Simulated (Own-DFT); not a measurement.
# What random displacements cost in beta-Si3N4, 112 atoms (N64Si48)

These are calculations, not measurements. They come from Own-DFT, an in-house plane-wave density functional program, since retired, whose code no person has reviewed. Each row is one single-point run on a periodic cell that was not relaxed, without spin or spin-orbit coupling.

Settings of every run: PBEsol; PseudoDojo norm-conserving scalar-relativistic files, made for PBE; cutoff 42 hartree; 2 x 2 x 4 k mesh centred on Gamma; Fermi-Dirac smearing of 0.1 eV.

Known limits, some of them of some rows only: some atoms lie very close together; forces on such cells moved up to 12 meV/angstrom on a denser k mesh; stress not checked against mesh or cutoff.

Cell vectors in Å: (15.212, 0.000, 0.000); (-7.606, 13.174, 0.000); (0.000, 0.000, 5.818). In each run every atom was moved at random and independently from its ideal site; u is the rms move along one axis. E is the free energy for each atom above the fitted value at u = 0, and F the rms of the force components.

```
run   u (Å)  E (meV/atom)  F (eV/Å)  largest force (eV/Å)  P (GPa)
  1  0.0188          16.1     0.786                  3.05     3.09
  2  0.0192          17.8     0.839                  3.78     3.14
  3  0.0200          21.0     0.898                  2.82     3.12
  4  0.0468         105.3     1.944                  8.20     5.60
  5  0.0481          95.6     1.824                  7.43     4.99
  6  0.0959             ?         ?                     ?        ?
  7  0.1037         524.3     4.750                 24.92    16.00
  8  0.1099         607.7     5.261                 22.59    18.94
  9  0.1496         902.7     6.764                 47.11    26.03
```

## Worked fit

For small independent moves the energy grows as E = (3/2) K u², with K the mean stiffness felt by one atom. The runs with u up to 0.11 Å give K = 31.8 ± 1.2 eV/Å², with residuals divided by u² + 0.0006 Å², since the noise grows with the moves. The scatter is 8.5 meV/atom at u = 0.05 Å. The forces follow F = G u with G = 43.5 eV/Å²; no force at u = 0 is resolved. G exceeds K because the moves of its neighbours add to the force on an atom, and stiffness differs between atoms. At u = 0.150 Å the parabola gives 1068 meV/atom and the run 903. The pressure follows P = 2.51 + 1311 u² GPa: at fixed volume, shortened bonds push harder than stretched ones pull.

## Withheld run

Question: what energy and rms force should run 6 give?

The fit gives 439 ± 31 meV/atom and about 4.17 eV/Å. The calculation gave 420.5 meV/atom and 4.584 eV/Å.
